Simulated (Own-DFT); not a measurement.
# Energy and forces against displacement in zincblende GaP, 64 atoms (Ga32P32)

These are calculations, not measurements. The program, named Own-DFT, is a retired in-house plane-wave density functional code that no person has reviewed. Each row is one single-point run on a periodic cell that was not relaxed, without spin or spin-orbit coupling.

Settings of every run: PBE; PseudoDojo norm-conserving scalar-relativistic files; cutoff 42 hartree; 3 x 3 x 3 k mesh centred on Gamma; Fermi-Dirac smearing of 0.1 eV.

Known limits: forces on such cells passed a denser k mesh, each cell not checked; stress not checked against mesh or cutoff.

Cell vectors in Å: (10.901, 0.000, 0.000); (0.000, 10.901, 0.000); (0.000, 0.000, 10.901). In each run every atom was moved at random and independently from its ideal site; u is the rms move along one axis. E is the free energy for each atom above the fitted value at u = 0, and F the rms of the force components.

```
run   u (Å)  E (meV/atom)  F (eV/Å)  largest force (eV/Å)  P (GPa)
  1  0.0191           6.6     0.257                  0.83     2.70
  2  0.0202           6.6     0.256                  0.91     2.70
  3  0.0493          39.9     0.661                  1.99     3.18
  4  0.0508             ?         ?                     ?        ?
  5  0.0918         152.0     1.548                  7.48     4.82
  6  0.1095         194.8     1.619                  6.78     5.31
  7  0.1502         370.8     2.540                 11.85     7.92
  8  0.1980         641.4     3.286                  9.69    11.89
```

## Worked fit

For small independent moves the energy grows as E = (3/2) K u², with K the mean stiffness felt by one atom. The runs with u up to 0.11 Å give K = 11.3 ± 0.4 eV/Å², with residuals divided by u² + 0.0006 Å², since the noise grows with the moves. The scatter is 2.6 meV/atom at u = 0.05 Å. The forces follow F = G u with G = 14.3 eV/Å²; no force at u = 0 is resolved. G exceeds K because the moves of its neighbours add to the force on an atom, and stiffness differs between atoms. At u = 0.198 Å the parabola gives 664 meV/atom and the run 641. The pressure follows P = 2.63 + 235 u² GPa: at fixed volume, shortened bonds push harder than stretched ones pull.

## Withheld run

Question: what energy and rms force should run 4 give?

The fit gives 44 ± 3 meV/atom and about 0.73 eV/Å. The calculation gave 49.2 meV/atom and 0.795 eV/Å.
